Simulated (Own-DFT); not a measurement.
## Calculated data, HfO2 (monoclinic hafnia, atoms displaced)

Computed with Own-DFT development build. A calculation, not a measurement: plane-wave density functional theory by an unreviewed code, no spin, of a simulated periodic cell, stress positive in tension, run twice, with PBE and with PBEsol, both on files made for PBE, so the change isn't that of files made for PBEsol, hafnium file: forces about 75 meV/angstrom off all-electron values; oxygen file: force components 24 meV/angstrom off all-electron in one glass; forces on such cells passed a denser k mesh, this cell's mesh not checked; the far tail of each file's local potential was reset to the Coulomb form; each entry is a single point on an unrelaxed cell, so the pressure reflects the starting lattice, mostly measured values (interpolated for alloys), from which strain is counted, and rises with the displacements; printed positions are rounded, which can move forces by about a meV/angstrom; the program, named Own-DFT, is a retired in-house code; no spin-orbit coupling; stress was not checked against mesh or cutoff.

Settings shared by all entries: functional PBE, then PBEsol; potential files PseudoDojo norm-conserving, scalar-relativistic, standard set; wave cutoff 72 hartree; occupations Fermi-Dirac; smearing width 0.1 eV; k mesh 2 x 2 x 2 centred on Gamma.

```json
{"entry": 1, "formula": "HfO2", "kind": "monoclinic hafnia, atoms displaced", "structure": {"cell_angstrom": [[10.234, 0.0, 0.0], [0.0, 10.35, 0.0], [-1.6955, 0.0, 10.4453]], "atoms_fractional": [["Hf", 0.12542, 0.01584, 0.13048], ["Hf", 0.35418, 0.25489, 0.13008], ["Hf", 0.35358, 0.46098, 0.39119], ["Hf", 0.13078, 0.22382, 0.35874], ["O", 0.0409, 0.17893, 0.16201], ["O", 0.47134, 0.43107, 0.09027], ["O", 0.45861, 0.34831, 0.33158], ["O", 0.02595, 0.08258, 0.44166], ["O", 0.23451, 0.40469, 0.24768], ["O", 0.27644, 0.12342, 0.00761], ["O", 0.27444, 0.11189, 0.2586], ["O", 0.22659, 0.38237, 0.47981], ["Hf", 0.15122, 0.03609, 0.61301], ["Hf", 0.35869, 0.26309, 0.62484], ["Hf", 0.35287, 0.47401, 0.8876], ["Hf", 0.14809, 0.2436, 0.85454], ["O", 0.04997, 0.17662, 0.68804], ["O", 0.45555, 0.40838, 0.5627], ["O", 0.46431, 0.32964, 0.83465], ["O", 0.03153, 0.08233, 0.92571], ["O", 0.23791, 0.38194, 0.73498], ["O", 0.27913, 0.13184, 0.51399], ["O", 0.26547, 0.12136, 0.75734], ["O", 0.23725, 0.36027, 0.98515], ["Hf", 0.12829, 0.51085, 0.09669], ["Hf", 0.36478, 0.77584, 0.14271], ["Hf", 0.35548, 0.97137, 0.38949], ["Hf", 0.14723, 0.72998, 0.35783], ["O", 0.02902, 0.68866, 0.18076], ["O", 0.47811, 0.90405, 0.08064], ["O", 0.45365, 0.82159, 0.32848], ["O", 0.04103, 0.58721, 0.42801], ["O", 0.22207, 0.88536, 0.22924], ["O", 0.26458, 0.65426, 0.0145], ["O", 0.26821, 0.61413, 0.2601], ["O", 0.24146, 0.87129, 0.5152], ["Hf", 0.14698, 0.51887, 0.58975], ["Hf", 0.35443, 0.76625, 0.62866], ["Hf", 0.35652, 0.97975, 0.90155], ["Hf", 0.14718, 0.72203, 0.85104], ["O", 0.02784, 0.67141, 0.6856], ["O", 0.44452, 0.91444, 0.59709], ["O", 0.46751, 0.82851, 0.82559], ["O", 0.03847, 0.59518, 0.92798], ["O", 0.20195, 0.88815, 0.73776], ["O", 0.26765, 0.62156, 0.52605], ["O", 0.27524, 0.59522, 0.76569], ["O", 0.21429, 0.87818, 0.99137], ["Hf", 0.64438, 0.02293, 0.1084], ["Hf", 0.84337, 0.2597, 0.15239], ["Hf", 0.8459, 0.48172, 0.40415], ["Hf", 0.65147, 0.22216, 0.36468], ["O", 0.55472, 0.18126, 0.18336], ["O", 0.97016, 0.4157, 0.06163], ["O", 0.975, 0.34633, 0.32751], ["O", 0.54764, 0.07638, 0.42343], ["O", 0.74563, 0.38355, 0.24887], ["O", 0.76571, 0.11625, 0.00383], ["O", 0.76685, 0.11133, 0.26419], ["O", 0.74371, 0.37889, 0.48938], ["Hf", 0.63521, 0.03022, 0.61482], ["Hf", 0.86508, 0.29857, 0.6279], ["Hf", 0.86494, 0.48504, 0.89562], ["Hf", 0.63791, 0.23138, 0.85977], ["O", 0.53134, 0.15347, 0.68336], ["O", 0.97616, 0.41607, 0.57819], ["O", 0.94614, 0.31677, 0.80567], ["O", 0.54093, 0.09126, 0.92928], ["O", 0.73423, 0.39014, 0.73149], ["O", 0.78159, 0.1177, 0.5089], ["O", 0.77889, 0.11164, 0.75987], ["O", 0.71695, 0.38191, 0.98716], ["Hf", 0.62814, 0.53052, 0.08881], ["Hf", 0.85841, 0.77867, 0.14888], ["Hf", 0.86046, 0.98963, 0.38129], ["Hf", 0.63709, 0.73562, 0.35118], ["O", 0.52714, 0.66887, 0.16646], ["O", 0.98179, 0.90121, 0.077], ["O", 0.95409, 0.82414, 0.31228], ["O", 0.53573, 0.57173, 0.41501], ["O", 0.71991, 0.90485, 0.25206], ["O", 0.78527, 0.64184, 0.00941], ["O", 0.77663, 0.62612, 0.26984], ["O", 0.70312, 0.8818, 0.49991], ["Hf", 0.6483, 0.51218, 0.63013], ["Hf", 0.85672, 0.76494, 0.64578], ["Hf", 0.85892, 0.98153, 0.88553], ["Hf", 0.64819, 0.73725, 0.88897], ["O", 0.51721, 0.66576, 0.66916], ["O", 0.96392, 0.92272, 0.56991], ["O", 0.96277, 0.82614, 0.84991], ["O", 0.53187, 0.59787, 0.91858], ["O", 0.69533, 0.87956, 0.73232], ["O", 0.78329, 0.63106, 0.50252], ["O", 0.78578, 0.64147, 0.75919], ["O", 0.7193, 0.86286, 0.9945]]}, "results": {"PBE_pressure [GPa]": 13.65, "PBE_stress_xx [GPa]": -10.21, "PBE_stress_yy [GPa]": -16.0, "PBE_stress_zz [GPa]": -14.73, "PBE_stress_yz [GPa]": 1.18, "PBE_stress_xz [GPa]": -2.58, "PBE_stress_xy [GPa]": -1.83, "PBEsol_pressure [GPa]": 7.14, "PBEsol_stress_xx [GPa]": -3.81, "PBEsol_stress_yy [GPa]": -9.46, "PBEsol_stress_zz [GPa]": -8.14, "PBEsol_stress_yz [GPa]": 1.14, "PBEsol_stress_xz [GPa]": -2.13, "PBEsol_stress_xy [GPa]": -1.82, "force_element": ["Hf", "Hf", "Hf", "Hf", "O", "O", "O", "O", "O", "O", "O", "O", "Hf", "Hf", "Hf", "Hf", "O", "O", "O", "O", "O", "O", "O", "O", "Hf", "Hf", "Hf", "Hf", "O", "O", "O", "O", "O", "O", "O", "O", "Hf", "Hf", "Hf", "Hf", "O", "O", "O", "O", "O", "O", "O", "O", "Hf", "Hf", "Hf", "Hf", "O", "O", "O", "O", "O", "O", "O", "O", "Hf", "Hf", "Hf", "Hf", "O", "O", "O", "O", "O", "O", "O", "O", "Hf", "Hf", "Hf", "Hf", "O", "O", "O", "O", "O", "O", "O", "O", "Hf", "Hf", "Hf", "Hf", "O", "O", "O", "O", "O", "O", "O", "O"], "PBE_force_x [eV/angstrom]": [0.275, 2.703, 3.559, -0.804, -2.189, -1.803, 5.024, 3.242, -3.322, 0.152, 0.429, -3.856, -4.493, 1.713, 3.873, -3.836, -1.213, 2.322, 0.642, 0.439, -1.175, -0.442, 3.085, -0.782, 2.277, -2.14, 2.58, -2.136, 2.413, 0.343, -0.517, -0.936, 0.936, 0.828, -0.472, -4.418, -3.147, 2.203, 0.563, -1.287, 1.529, 4.281, -2.296, -1.804, 1.538, 2.862, -1.24, 1.861, -3.158, 2.915, 6.138, -3.487, -1.564, -2.498, 0.16, -2.257, -1.685, 1.754, 1.939, -5.986, 1.763, 1.382, 1.309, -0.493, -2.117, 1.261, 1.023, -1.899, 0.09, -0.062, -1.08, 1.073, -0.137, 0.894, 0.859, -1.124, 1.656, -3.04, 0.708, 1.58, -0.719, 0.461, -0.679, 1.421, -6.35, 1.179, 2.768, -2.524, 3.351, -0.653, -0.785, -1.066, 1.909, -1.033, -2.106, 1.544], "PBE_force_y [eV/angstrom]": [0.198, 2.757, 9.235, 2.02, 1.497, -2.223, -6.719, 3.286, -5.753, 0.471, 2.11, -4.373, -4.04, 2.865, 0.592, -5.193, 0.111, -0.989, 0.225, 1.156, -2.391, -1.225, 1.039, 2.725, 4.876, -1.213, -0.242, -1.747, -4.072, 2.362, 1.387, 0.377, -2.741, -3.668, 2.775, 1.823, -0.22, -1.865, -2.519, 4.011, -1.891, 4.485, 1.7, -2.793, -1.288, 1.935, 3.901, 0.888, -0.704, 2.305, 5.09, 1.219, -0.367, -2.158, -1.837, 0.503, -1.156, 2.059, 5.021, -2.517, -4.807, -8.999, 0.512, -1.31, 3.421, 1.966, 3.243, -0.584, -3.544, 3.083, 2.273, -1.129, -0.347, -1.398, -5.638, -2.095, 0.267, 0.936, 3.303, 1.801, -3.817, -3.087, 0.419, -2.101, 8.7, 4.283, -1.411, -0.369, -3.256, -1.165, 0.441, -2.61, -0.636, 0.261, -3.639, 5.927], "PBE_force_z [eV/angstrom]": [-8.048, 4.044, 0.645, -0.914, 2.342, -1.066, -2.391, -3.061, -5.354, 0.521, 1.181, 1.716, 0.701, 5.06, 2.133, -2.566, -3.225, 3.575, -0.403, 0.136, -0.567, -3.349, 2.241, 2.093, 2.821, -0.3, 2.585, -1.449, -1.195, -0.751, 0.932, -0.938, 4.36, -0.493, 0.543, -7.856, 3.733, 8.584, -1.958, -0.088, -1.561, -2.44, 1.732, -0.262, 1.389, -3.789, -1.41, -0.053, -1.651, -0.772, -4.382, -0.034, -1.629, 0.407, -0.247, -0.732, -1.257, 2.025, -2.347, 0.882, -1.174, 3.739, -0.402, -1.046, 0.478, -1.51, 4.47, 0.221, 3.749, -0.041, -0.652, -0.014, 2.757, -0.442, 7.196, 2.512, 0.371, 0.211, 4.436, 0.477, -1.533, 0.761, -1.861, -2.091, -7.326, -0.975, 0.688, -10.75, -0.188, 0.715, -1.777, 0.965, 2.139, 1.973, 1.84, 4.243], "PBEsol_force_x [eV/angstrom]": [0.288, 2.614, 3.482, -0.819, -2.137, -1.721, 4.865, 3.182, -3.196, 0.129, 0.347, -3.713, -4.375, 1.648, 3.781, -3.714, -1.128, 2.204, 0.62, 0.411, -1.088, -0.501, 2.924, -0.69, 2.222, -2.078, 2.498, -2.118, 2.339, 0.318, -0.51, -0.858, 0.963, 0.746, -0.546, -4.227, -3.027, 2.176, 0.514, -1.294, 1.477, 4.167, -2.231, -1.763, 1.552, 2.729, -1.275, 1.888, -3.059, 2.825, 5.979, -3.368, -1.493, -2.417, 0.15, -2.15, -1.556, 1.625, 1.812, -5.778, 1.768, 1.366, 1.284, -0.536, -2.055, 1.179, 1.0, -1.809, 0.181, -0.128, -1.14, 1.087, -0.213, 0.932, 0.802, -1.102, 1.615, -2.963, 0.674, 1.55, -0.632, 0.376, -0.724, 1.429, -6.181, 1.149, 2.717, -2.45, 3.253, -0.649, -0.774, -0.992, 1.913, -1.035, -2.076, 1.547], "PBEsol_force_y [eV/angstrom]": [0.198, 2.726, 8.98, 1.966, 1.429, -2.153, -6.535, 3.196, -5.585, 0.497, 2.033, -4.254, -3.914, 2.856, 0.502, -5.162, 0.126, -0.984, 0.221, 1.098, -2.344, -1.192, 1.019, 2.652, 4.814, -1.144, -0.295, -1.813, -3.909, 2.31, 1.378, 0.356, -2.669, -3.553, 2.702, 1.786, -0.191, -1.776, -2.497, 3.884, -1.791, 4.35, 1.659, -2.743, -1.232, 1.907, 3.784, 0.866, -0.641, 2.284, 4.955, 1.075, -0.38, -2.028, -1.853, 0.503, -1.174, 2.003, 4.927, -2.452, -4.708, -8.722, 0.475, -1.375, 3.351, 1.922, 3.178, -0.556, -3.444, 3.001, 2.171, -1.102, -0.303, -1.344, -5.525, -2.118, 0.289, 0.923, 3.204, 1.768, -3.704, -2.99, 0.428, -2.035, 8.569, 4.15, -1.387, -0.397, -3.168, -1.099, 0.451, -2.543, -0.6, 0.23, -3.555, 5.789], "PBEsol_force_z [eV/angstrom]": [-7.94, 3.945, 0.635, -0.912, 2.378, -1.107, -2.345, -2.956, -5.223, 0.503, 1.154, 1.689, 0.697, 4.967, 2.048, -2.58, -3.109, 3.44, -0.413, 0.156, -0.515, -3.23, 2.171, 2.026, 2.723, -0.285, 2.528, -1.476, -1.1, -0.768, 0.843, -0.851, 4.262, -0.493, 0.544, -7.686, 3.605, 8.435, -1.881, -0.074, -1.458, -2.431, 1.678, -0.219, 1.34, -3.697, -1.369, -0.045, -1.62, -0.688, -4.28, -0.077, -1.53, 0.332, -0.252, -0.659, -1.19, 1.983, -2.301, 0.888, -1.141, 3.704, -0.348, -1.005, 0.489, -1.538, 4.285, 0.249, 3.651, -0.111, -0.606, -0.024, 2.631, -0.409, 7.083, 2.441, 0.388, 0.213, 4.245, 0.482, -1.516, 0.721, -1.78, -2.05, -7.214, -0.917, 0.706, -10.55, -0.172, 0.653, -1.763, 1.036, 2.076, 1.919, 1.789, 4.17], "rms_change_of_force_components_from_PBE_to_PBEsol [eV/angstrom]": 0.081}}
{"entry": 2, "formula": "HfO2", "kind": "monoclinic hafnia, atoms displaced", "structure": {"cell_angstrom": [[10.234, 0.0, 0.0], [0.0, 10.35, 0.0], [-1.6955, 0.0, 10.4453]], "atoms_fractional": [["Hf", 0.13529, 0.01665, 0.09958], ["Hf", 0.374, 0.27194, 0.14725], ["Hf", 0.38536, 0.47367, 0.38825], ["Hf", 0.12484, 0.2169, 0.35863], ["O", 0.04514, 0.16612, 0.16949], ["O", 0.48298, 0.41597, 0.08998], ["O", 0.4633, 0.33015, 0.33791], ["O", 0.03097, 0.07639, 0.42022], ["O", 0.22906, 0.36447, 0.23591], ["O", 0.27389, 0.15214, 0.98677], ["O", 0.29348, 0.1015, 0.25103], ["O", 0.22202, 0.39591, 0.49908], ["Hf", 0.15154, 0.02354, 0.62704], ["Hf", 0.35079, 0.26419, 0.64664], ["Hf", 0.35635, 0.45836, 0.88682], ["Hf", 0.1379, 0.24731, 0.86674], ["O", 0.05163, 0.16622, 0.65776], ["O", 0.45899, 0.43148, 0.59104], ["O", 0.45842, 0.33235, 0.82624], ["O", 0.02371, 0.09832, 0.91538], ["O", 0.21761, 0.37703, 0.74652], ["O", 0.281, 0.13092, 0.51585], ["O", 0.28116, 0.11399, 0.75715], ["O", 0.23468, 0.37498, 0.98016], ["Hf", 0.13561, 0.51412, 0.09757], ["Hf", 0.36346, 0.76101, 0.13264], ["Hf", 0.36297, 0.98416, 0.39269], ["Hf", 0.16286, 0.72595, 0.36048], ["O", 0.05277, 0.68782, 0.18276], ["O", 0.44549, 0.91483, 0.08367], ["O", 0.44942, 0.83549, 0.32751], ["O", 0.03569, 0.58591, 0.44018], ["O", 0.23442, 0.89369, 0.25154], ["O", 0.28895, 0.61281, 0.01261], ["O", 0.27988, 0.63364, 0.24834], ["O", 0.23177, 0.8667, 0.49008], ["Hf", 0.1479, 0.5262, 0.59844], ["Hf", 0.3806, 0.77386, 0.64434], ["Hf", 0.37773, 0.97387, 0.90506], ["Hf", 0.13709, 0.71463, 0.86403], ["O", 0.04931, 0.65939, 0.66124], ["O", 0.44511, 0.93727, 0.58469], ["O", 0.45626, 0.82124, 0.81937], ["O", 0.04855, 0.57218, 0.90849], ["O", 0.20977, 0.86603, 0.76114], ["O", 0.27537, 0.64777, 0.50918], ["O", 0.29253, 0.60898, 0.76876], ["O", 0.22841, 0.8803, 0.00676], ["Hf", 0.62545, 0.0121, 0.09502], ["Hf", 0.86785, 0.26555, 0.14386], ["Hf", 0.85894, 0.48098, 0.39001], ["Hf", 0.64484, 0.22265, 0.34773], ["O", 0.54591, 0.16744, 0.17676], ["O", 0.95598, 0.41473, 0.07696], ["O", 0.9634, 0.33979, 0.3336], ["O", 0.5227, 0.08157, 0.42074], ["O", 0.72081, 0.38753, 0.22917], ["O", 0.75425, 0.12948, 0.98203], ["O", 0.77674, 0.13456, 0.25378], ["O", 0.70731, 0.36816, 0.49969], ["Hf", 0.64024, 0.00911, 0.63426], ["Hf", 0.85482, 0.27619, 0.63815], ["Hf", 0.84541, 0.45933, 0.88159], ["Hf", 0.61953, 0.24392, 0.85425], ["O", 0.5152, 0.20098, 0.67192], ["O", 0.96501, 0.41825, 0.57153], ["O", 0.94275, 0.31721, 0.82698], ["O", 0.5318, 0.08801, 0.92232], ["O", 0.72344, 0.39925, 0.72891], ["O", 0.76224, 0.13696, 0.50057], ["O", 0.78315, 0.09235, 0.72684], ["O", 0.70495, 0.39068, 0.98143], ["Hf", 0.65118, 0.53272, 0.10381], ["Hf", 0.87491, 0.75696, 0.14051], ["Hf", 0.84368, 0.98913, 0.38886], ["Hf", 0.66268, 0.72386, 0.34057], ["O", 0.51067, 0.66796, 0.16048], ["O", 0.9576, 0.9087, 0.05902], ["O", 0.95602, 0.82483, 0.33035], ["O", 0.53174, 0.58347, 0.42311], ["O", 0.72734, 0.89996, 0.24177], ["O", 0.76431, 0.62235, 0.00752], ["O", 0.77984, 0.61333, 0.24883], ["O", 0.69811, 0.8635, 0.49511], ["Hf", 0.64524, 0.54841, 0.58356], ["Hf", 0.85735, 0.77064, 0.65299], ["Hf", 0.86599, 0.00415, 0.88334], ["Hf", 0.65169, 0.7164, 0.87929], ["O", 0.54067, 0.66358, 0.66622], ["O", 0.9626, 0.93554, 0.58161], ["O", 0.96911, 0.84243, 0.8031], ["O", 0.5262, 0.59262, 0.92225], ["O", 0.73629, 0.86773, 0.73933], ["O", 0.77334, 0.62401, 0.49836], ["O", 0.76822, 0.61642, 0.74755], ["O", 0.7452, 0.87844, 0.99864]]}, "results": {"PBE_pressure [GPa]": 12.89, "PBE_stress_xx [GPa]": -13.65, "PBE_stress_yy [GPa]": -14.31, "PBE_stress_zz [GPa]": -10.72, "PBE_stress_yz [GPa]": -0.82, "PBE_stress_xz [GPa]": -1.95, "PBE_stress_xy [GPa]": 1.09, "PBEsol_pressure [GPa]": 6.39, "PBEsol_stress_xx [GPa]": -7.17, "PBEsol_stress_yy [GPa]": -7.81, "PBEsol_stress_zz [GPa]": -4.21, "PBEsol_stress_yz [GPa]": -0.83, "PBEsol_stress_xz [GPa]": -1.55, "PBEsol_stress_xy [GPa]": 1.1, "force_element": ["Hf", "Hf", "Hf", "Hf", "O", "O", "O", "O", "O", "O", "O", "O", "Hf", "Hf", "Hf", "Hf", "O", "O", "O", "O", "O", "O", "O", "O", "Hf", "Hf", "Hf", "Hf", "O", "O", "O", "O", "O", "O", "O", "O", "Hf", "Hf", "Hf", "Hf", "O", "O", "O", "O", "O", "O", "O", "O", "Hf", "Hf", "Hf", "Hf", "O", "O", "O", "O", "O", "O", "O", "O", "Hf", "Hf", "Hf", "Hf", "O", "O", "O", "O", "O", "O", "O", "O", "Hf", "Hf", "Hf", "Hf", "O", "O", "O", "O", "O", "O", "O", "O", "Hf", "Hf", "Hf", "Hf", "O", "O", "O", "O", "O", "O", "O", "O"], "PBE_force_x [eV/angstrom]": [1.752, -1.117, -6.343, 2.41, -2.045, -1.125, 2.855, -0.293, -0.597, 0.57, -1.293, 1.459, -0.485, -3.626, 1.147, -0.2, -3.12, 0.218, 0.475, 1.694, -0.703, -1.605, 0.966, -2.71, 1.793, -6.961, -1.241, -2.083, -0.489, 5.372, 3.512, -1.021, -3.346, -2.082, -0.284, -0.977, 1.003, -3.217, -5.016, 3.617, -3.354, 2.23, 2.01, -4.276, 1.923, 1.289, -1.127, -1.019, 1.45, -0.891, 2.167, -3.15, -0.651, 0.729, 0.639, 4.158, 1.055, 1.69, 1.572, 1.629, -4.402, 1.425, 1.235, 1.087, 7.882, -1.847, 0.832, -0.323, -0.645, 0.996, 1.586, 0.942, -6.688, 1.966, 3.733, -5.394, 8.843, 2.581, -1.259, 2.752, -1.573, 5.174, 0.469, 1.533, -4.343, 4.878, 0.033, -2.868, -0.537, -2.124, 0.125, 0.92, -3.398, 3.172, 1.733, -3.434], "PBE_force_y [eV/angstrom]": [-1.94, -0.516, 1.377, 1.232, 1.274, -0.679, -3.327, 0.5, 1.448, -2.055, 4.315, -4.171, -4.903, 4.049, 7.5, -2.608, 3.786, -0.054, -0.974, 0.392, -0.93, 0.437, 0.577, 0.572, 1.034, 1.939, -1.876, 2.945, -3.027, 3.798, -2.483, 0.667, -2.148, 0.463, -3.068, 1.432, -0.264, -1.061, -1.174, 4.688, 2.928, 0.317, 1.858, -4.021, 1.608, -2.469, 0.572, -1.058, 0.687, 0.001, -0.917, 1.423, -0.966, 0.771, -1.871, 2.304, -1.203, 1.263, -0.845, 0.342, -1.36, 0.118, 3.507, -0.064, -4.974, -1.49, -0.401, -0.308, -3.081, -1.11, 5.25, -2.069, -4.039, 4.234, -1.753, 4.066, -3.462, 1.001, 0.342, 3.334, -2.652, 0.857, 1.684, 0.025, -6.659, 0.644, -5.05, 3.177, 2.15, -1.607, -0.427, -0.571, 0.756, 2.337, 1.211, -1.504], "PBE_force_z [eV/angstrom]": [1.196, 0.233, 3.355, 1.073, 0.336, -0.717, -1.858, -1.191, -1.119, 2.708, -2.06, -3.141, -3.377, -2.631, 0.775, -4.532, 1.684, -1.722, 1.0, 1.111, -0.134, -1.605, 2.299, 3.844, 1.786, 3.314, 1.265, 0.772, -3.41, -0.76, -0.437, -4.129, -2.434, -0.501, 1.057, 0.717, 1.909, -1.189, -3.764, -4.128, 3.011, 2.394, 3.704, 2.047, -1.036, 0.635, -0.601, -2.268, 1.44, 0.548, 2.93, 3.108, -1.764, -0.595, -1.788, 0.284, 1.106, 1.97, -0.788, -2.092, -8.226, -1.945, 0.093, -1.741, 1.14, 0.733, 0.357, -0.432, 0.713, 0.131, 2.664, -0.698, 0.098, 2.095, 3.991, 2.124, 2.062, 1.199, -0.647, -3.076, -0.922, 0.564, 0.148, -0.476, 4.541, -2.648, 1.37, -6.747, 1.117, -0.779, 3.087, 0.67, 2.182, -2.317, 2.884, -1.149], "PBEsol_force_x [eV/angstrom]": [1.739, -1.092, -6.174, 2.297, -2.009, -1.109, 2.794, -0.291, -0.498, 0.492, -1.305, 1.464, -0.465, -3.55, 1.043, -0.125, -3.024, 0.206, 0.469, 1.633, -0.603, -1.612, 0.894, -2.599, 1.805, -6.853, -1.223, -1.982, -0.513, 5.255, 3.364, -0.981, -3.194, -2.094, -0.327, -0.855, 0.986, -3.129, -4.906, 3.576, -3.252, 2.165, 1.921, -4.121, 1.906, 1.166, -1.163, -0.925, 1.426, -0.852, 2.142, -3.073, -0.63, 0.709, 0.609, 4.052, 1.091, 1.599, 1.466, 1.669, -4.212, 1.371, 1.149, 0.992, 7.653, -1.838, 0.794, -0.327, -0.533, 0.944, 1.525, 0.972, -6.518, 1.953, 3.655, -5.242, 8.657, 2.509, -1.263, 2.707, -1.493, 4.954, 0.372, 1.565, -4.251, 4.733, 0.025, -2.808, -0.524, -2.079, 0.093, 0.969, -3.248, 3.015, 1.621, -3.302], "PBEsol_force_y [eV/angstrom]": [-1.902, -0.44, 1.297, 1.151, 1.265, -0.678, -3.236, 0.529, 1.41, -1.976, 4.182, -4.053, -4.709, 3.969, 7.338, -2.58, 3.652, -0.064, -0.98, 0.371, -0.932, 0.417, 0.591, 0.56, 1.044, 1.915, -1.898, 2.871, -2.927, 3.732, -2.389, 0.607, -2.097, 0.46, -2.943, 1.37, -0.217, -0.984, -1.204, 4.553, 2.839, 0.272, 1.811, -3.916, 1.583, -2.391, 0.523, -1.006, 0.725, 0.058, -0.929, 1.339, -0.931, 0.723, -1.851, 2.242, -1.154, 1.196, -0.813, 0.333, -1.382, 0.203, 3.357, -0.088, -4.823, -1.457, -0.362, -0.315, -2.998, -1.079, 5.103, -1.985, -3.968, 4.202, -1.725, 3.948, -3.387, 0.991, 0.321, 3.216, -2.584, 0.842, 1.657, 0.022, -6.515, 0.727, -4.967, 3.024, 2.099, -1.556, -0.459, -0.542, 0.778, 2.266, 1.187, -1.478], "PBEsol_force_z [eV/angstrom]": [1.163, 0.255, 3.352, 1.004, 0.398, -0.73, -1.891, -1.145, -1.132, 2.63, -1.992, -3.017, -3.314, -2.529, 0.746, -4.443, 1.688, -1.783, 0.945, 1.108, -0.071, -1.514, 2.208, 3.717, 1.683, 3.285, 1.23, 0.76, -3.285, -0.831, -0.488, -3.957, -2.366, -0.476, 1.023, 0.668, 1.817, -1.142, -3.651, -4.109, 2.987, 2.291, 3.565, 2.071, -1.008, 0.619, -0.558, -2.184, 1.394, 0.608, 2.9, 3.027, -1.663, -0.62, -1.784, 0.272, 1.064, 1.898, -0.728, -2.023, -8.109, -1.907, 0.07, -1.712, 1.217, 0.652, 0.299, -0.365, 0.717, 0.102, 2.618, -0.713, 0.065, 2.091, 3.906, 2.125, 2.026, 1.149, -0.722, -2.939, -0.872, 0.564, 0.148, -0.458, 4.448, -2.501, 1.357, -6.619, 1.091, -0.778, 2.935, 0.699, 2.076, -2.302, 2.796, -1.099], "rms_change_of_force_components_from_PBE_to_PBEsol [eV/angstrom]": 0.078}}
```
